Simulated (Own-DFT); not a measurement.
GaP (zincblende, strained, atoms displaced) (calculated)

Computed with Own-DFT development build. A calculation, not a measurement: plane-wave PBE density functional theory by an unreviewed code, no spin, of a simulated periodic cell, stress positive in tension, free energy of the whole cell less one offset for each atom, forces on such cells passed a denser k mesh, this cell's mesh not checked; offsets are fitted by least squares, one for each functional and potential file, so energies compare only between cells with the same atoms and settings and are not formation energies; the far tail of each file's local potential was reset to the Coulomb form; each entry is a single point on an unrelaxed cell, so the pressure reflects the starting lattice, mostly measured values (interpolated for alloys), from which strain is counted, and rises with the displacements; printed positions are rounded, which can move forces by about a meV/angstrom; the program, named Own-DFT, is a retired in-house code; no spin-orbit coupling.

```yaml
- formula: GaP
  kind: "zincblende, strained, atoms displaced"
  structure:
    cell_angstrom: [[10.862, 0.0, 0.0], [0.0, 10.862, 0.0], [0.0, 0.0, 10.9439]]
    atoms_fractional:
      - [Ga, 0.99161, 0.00291, 0.997]
      - [Ga, 0.00045, 0.2496, 0.25445]
      - [Ga, 0.24828, 0.00348, 0.25314]
      - [Ga, 0.23838, 0.26116, 0.99473]
      - [P, 0.13052, 0.1273, 0.12136]
      - [P, 0.11955, 0.38088, 0.37685]
      - [P, 0.37088, 0.12753, 0.38929]
      - [P, 0.39481, 0.3808, 0.12356]
      - [Ga, 0.01945, 0.00369, 0.49472]
      - [Ga, 0.98963, 0.25533, 0.75136]
      - [Ga, 0.24066, 0.9894, 0.7552]
      - [Ga, 0.24633, 0.23881, 0.49805]
      - [P, 0.13186, 0.12486, 0.6353]
      - [P, 0.13179, 0.37783, 0.87493]
      - [P, 0.36141, 0.12222, 0.8798]
      - [P, 0.36162, 0.3652, 0.62634]
      - [Ga, 0.99814, 0.50041, 0.01482]
      - [Ga, 0.99877, 0.74962, 0.26284]
      - [Ga, 0.23728, 0.49714, 0.25174]
      - [Ga, 0.23529, 0.74536, 0.99905]
      - [P, 0.12673, 0.63056, 0.11684]
      - [P, 0.13236, 0.87537, 0.37424]
      - [P, 0.38244, 0.62732, 0.37817]
      - [P, 0.37492, 0.87487, 0.1238]
      - [Ga, 0.99976, 0.49157, 0.5082]
      - [Ga, 0.00619, 0.75091, 0.74082]
      - [Ga, 0.26119, 0.49451, 0.75291]
      - [Ga, 0.25198, 0.75811, 0.50884]
      - [P, 0.12543, 0.61913, 0.61847]
      - [P, 0.1466, 0.87289, 0.87369]
      - [P, 0.37277, 0.62185, 0.87383]
      - [P, 0.38532, 0.87618, 0.63099]
      - [Ga, 0.4906, 0.00104, 0.00179]
      - [Ga, 0.49976, 0.24277, 0.25654]
      - [Ga, 0.74555, 0.98521, 0.24728]
      - [Ga, 0.74947, 0.25137, 0.99648]
      - [P, 0.62698, 0.11095, 0.12424]
      - [P, 0.61142, 0.38644, 0.3752]
      - [P, 0.88117, 0.12951, 0.3714]
      - [P, 0.87089, 0.37239, 0.12127]
      - [Ga, 0.4928, 0.0058, 0.51465]
      - [Ga, 0.49727, 0.24031, 0.75107]
      - [Ga, 0.74949, 0.00552, 0.76314]
      - [Ga, 0.74863, 0.2485, 0.50238]
      - [P, 0.62409, 0.1185, 0.62312]
      - [P, 0.61837, 0.39174, 0.86742]
      - [P, 0.87008, 0.11875, 0.87848]
      - [P, 0.88416, 0.38228, 0.62363]
      - [Ga, 0.49964, 0.50319, 0.00266]
      - [Ga, 0.49474, 0.74821, 0.24479]
      - [Ga, 0.75157, 0.49385, 0.2571]
      - [Ga, 0.74515, 0.74298, 0.01965]
      - [P, 0.62592, 0.61951, 0.12648]
      - [P, 0.62872, 0.87691, 0.37215]
      - [P, 0.87495, 0.62156, 0.3858]
      - [P, 0.87037, 0.87493, 0.11864]
      - [Ga, 0.5001, 0.50397, 0.50723]
      - [Ga, 0.48898, 0.75152, 0.73334]
      - [Ga, 0.74624, 0.49867, 0.74271]
      - [Ga, 0.7524, 0.74222, 0.5129]
      - [P, 0.61352, 0.62074, 0.61601]
      - [P, 0.6301, 0.87407, 0.87165]
      - [P, 0.88636, 0.62083, 0.88187]
      - [P, 0.87333, 0.86939, 0.62452]
  settings:
    functional: PBE
    potential_files: "PseudoDojo norm-conserving, scalar-relativistic, standard set"
    "wave_cutoff [hartree]": 42.0
    occupations: Fermi-Dirac
    "smearing_width [eV]": 0.1
    hardware: "one NVIDIA H100"
    k_mesh: "3 x 3 x 3 centred on Gamma"
  results:
    "free_energy_of_cell_above_offsets [eV]": "-29.077"
    "pressure [GPa]": 4.44
    "stress_xx [GPa]": -4.28
    "stress_yy [GPa]": -4.93
    "stress_zz [GPa]": -4.11
    "stress_yz [GPa]": 1.62
    "stress_xz [GPa]": 0.53
    "stress_xy [GPa]": -1.21
    force_element: [Ga, Ga, Ga, Ga, P, P, P, P, Ga, Ga, Ga, Ga, P, P, P, P, Ga, Ga, Ga, Ga, P, P, P, P, Ga, Ga, Ga, Ga, P, P, P, P, Ga, Ga, Ga, Ga, P, P, P, P, Ga, Ga, Ga, Ga, P, P, P, P, Ga, Ga, Ga, Ga, P, P, P, P, Ga, Ga, Ga, Ga, P, P, P, P]
    "force_x [eV/angstrom]": [1.712, 0.296, 0.785, 2.144, -0.95, 0.269, 0.819, -2.782, -1.582, 1.129, 2.558, -1.083, -1.206, -2.28, 0.712, 1.676, 0.368, -0.155, 2.015, 2.949, -1.326, -0.071, -1.58, -0.997, 0.864, -0.01, -1.091, 0.49, 0.922, -4.385, 0.378, -3.027, 0.625, 0.407, 1.089, -1.193, -0.331, 1.217, -0.962, 0.294, 0.833, -0.36, -0.403, 0.044, 0.984, 0.252, 0.724, -2.424, 0.479, 0.774, -0.021, 0.625, -0.463, -1.228, 0.084, 1.282, -2.189, 2.336, 0.793, -0.706, 1.735, -1.285, -1.229, 0.653]
    "force_y [eV/angstrom]": [-0.785, 0.396, -0.035, -0.838, 0.025, -1.386, -1.069, -1.416, 0.152, -0.594, 2.006, 1.773, -0.042, 0.9, 0.293, 0.176, -0.383, 0.033, 0.872, 0.384, -1.056, -0.293, -0.043, -0.399, 1.642, -0.383, 0.477, -0.921, 0.358, -0.791, 1.022, 1.567, -0.305, 0.044, 1.406, 0.118, 1.517, -1.667, -1.253, -0.246, -0.711, 0.552, -1.303, 0.583, 0.98, -2.232, 1.969, -1.657, 0.87, 0.226, 0.417, 0.27, -0.244, -1.036, -0.32, -0.355, -1.643, -1.866, 1.124, 0.616, 1.112, -0.908, 0.695, 1.604]
    "force_z [eV/angstrom]": [0.45, -1.088, -0.525, 1.319, 0.412, 0.127, -1.815, 1.001, 0.682, 0.699, -1.529, 0.687, -0.285, -0.524, -0.334, -0.591, -1.338, -1.069, -0.54, -0.217, 2.678, 0.051, -0.04, 0.161, -1.492, 1.071, -0.461, -0.696, 0.905, 0.832, 0.297, -1.117, -0.863, -0.538, 0.117, -0.054, 0.133, 0.376, 0.675, 1.108, -1.902, 0.279, -1.847, -0.669, 1.117, 0.319, -0.378, 0.852, -0.921, 0.452, -0.335, -2.567, 1.083, 1.54, -0.515, 1.147, -0.906, 3.015, 0.45, -1.223, 1.984, 0.779, -0.777, 0.358]
    "wall_time [s]": 568.5
```
